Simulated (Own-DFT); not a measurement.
# Reading a pressure off an energy slope: corundum Al2O3, 78 atoms (Al32O46), with two O vacancies

Calculated, not measured. Each geometry was run twice at fixed positions with Own-DFT, a retired in-house plane-wave program that no person has reviewed: with PBE, and with HSE06 (exact exchange share 0.25 at short range, screening 0.11 per bohr, Gygi-Baldereschi treatment of its divergence). Both used PseudoDojo norm-conserving files made for PBE, a cutoff of 48 hartree, the Gamma point alone, fixed occupations, a neutral cell and no spin. The unstrained cell is 7.9 Å across at its thinnest, so Gamma alone is coarse and defects feel their images. The oxygen file's force components were 24 meV/Å off all-electron values in a glass.

Unstrained cell vectors in Å: (5.494, 0.000, 8.660); (-2.747, 4.758, 8.660); (-2.747, -4.758, 8.660), volume V0 = 679.2 Å³, from measured lattice constants. Each geometry has its own random strain of a few per cent, its own defect sites and random moves of rms u per axis. HSE06 gave the energy alone. D is its energy less that of PBE, over the lowest D shown. The PBE stress wasn't checked against mesh or cutoff.

```
run,V - V0 (Å³),u (Å),P with PBE (GPa),D (eV)
1,-26.0,0.0517,20.00,0.000
2,25.4,0.0511,0.14,1.995
3,-10.5,0.0291,11.40,0.385
4,1.6,0.0325,7.38,0.851
5,2.2,0.0496,8.17,1.043
6,3.7,0.0324,6.35,0.984
7,-7.3,0.0466,11.85,0.563
8,-3.4,0.0280,8.45,0.652
9,9.4,0.0320,3.82,1.206
10,10.3,0.0485,5.42,1.316
11,-11.3,0.0575,14.48,0.557
12,22.5,0.0289,-0.71,1.729
13,-10.2,0.0303,11.06,?
```

## Worked fit

D = 0.73 + 0.0398 (V - V0) + 90 u² eV, with an error of 0.0008 on the volume slope, 13 on the last term and a scatter of 0.04 eV. Pressure is -dE/dV, and 1 eV/Å³ is 160.2 GPa, so HSE06 changes the pressure by -6.4 ± 0.1 GPa. With the ions held to the strained lattice, the PBE pressure falls by 257 ± 4 GPa per unit of volume strain; the shape of the strain isn't fitted, so the true error is larger, and a relaxed crystal would be softer. On that slope HSE06's volume at a given pressure is about 2.5 % smaller, or 0.8 % in lengths. At u = 0 and V0 the PBE pressure is 6.5 GPa, which puts the zero-pressure volume, against the measured cell and with the defects in, at +2.5 % for PBE and +0.0 % for HSE06, each good to a few tenths of a per cent.

## Prediction

Q: what D should run 13 give?

From the fit: 0.40 eV, with rows scattering by 0.04. The calculation gave 0.357 eV.
